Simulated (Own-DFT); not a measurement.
# How much smaller does PBEsol make it? C40 NbSi2, 36 atoms (Nb12Si24)

Everything here is calculated. The program is Own-DFT (plane waves, in-house, since retired, never reviewed by a person); positions were held fixed, and spin and spin-orbit coupling were off.

Keep in mind: forces on such cells failed a check on a denser k mesh; stress not checked against mesh or cutoff.

Each geometry was run with PBE and with PBEsol, otherwise alike: PseudoDojo norm-conserving scalar-relativistic files made for PBE; cutoff 42 hartree; 4 x 4 x 5 k mesh centred on Gamma; cold (Marzari-Vanderbilt) smearing of 0.2 eV. Unstrained cell vectors in Å: (0.000, 8.324, 0.000); (-9.613, 0.000, 0.000); (0.000, 0.000, 6.586). Each has a uniform strain, of which the change of volume is shown, and random moves of rms u per axis.

| run | volume change (%) | u (Å) | P with PBE (GPa) | P with PBEsol (GPa) |
|---|---|---|---|---|
| 1 | 0.98 | 0.0476 | 0.65 | -2.96 |
| 2 | -2.58 | 0.0497 | 8.05 | 4.27 |
| 3 | 0.64 | 0.0502 | 2.02 | -1.61 |
| 4 | 1.55 | 0.0548 | 0.36 | -3.22 |
| 5 | -4.07 | 0.0529 | 11.62 | 7.77 |
| 6 | -2.23 | 0.0484 | 7.68 | 3.91 |
| 7 | 0.37 | 0.0502 | 1.96 | -1.67 |
| 8 | 1.01 | 0.0547 | 0.84 | -2.77 |
| 9 | -2.18 | 0.0467 | 6.30 | 2.55 |
| 10 | -1.49 | 0.0462 | 5.55 | 1.83 |
| 11 | -0.22 | 0.0502 | 3.08 | ? |

Q: by how much does PBEsol shrink this cell, and what belongs in the blank?

## Working it out

Write v for the change of volume as a fraction. Fitted to v and u², the PBE pressure has a slope of -205 ± 7 GPa in v, with the ions held to the strained lattice. The difference PBEsol less PBE is -3.65 + 4.8 v GPa (slope ± 0.1) and averages -3.69 GPa. Divided by the mean slope of the two, 202 GPa, that makes PBEsol's volume at a given pressure, near 3 GPa, about 1.8 % smaller, or 0.61 % in lengths. At one volume PBEsol's slope is the smaller by 5 GPa, but its pressure there is lower too. If stiffness rises by about 4 GPa for each GPa, PBEsol at equal pressure is stiffer by about 10 GPa. Files made for PBEsol would give a different shift.

For run 11 the line gives -0.58 GPa. The calculation gave -0.57 GPa.
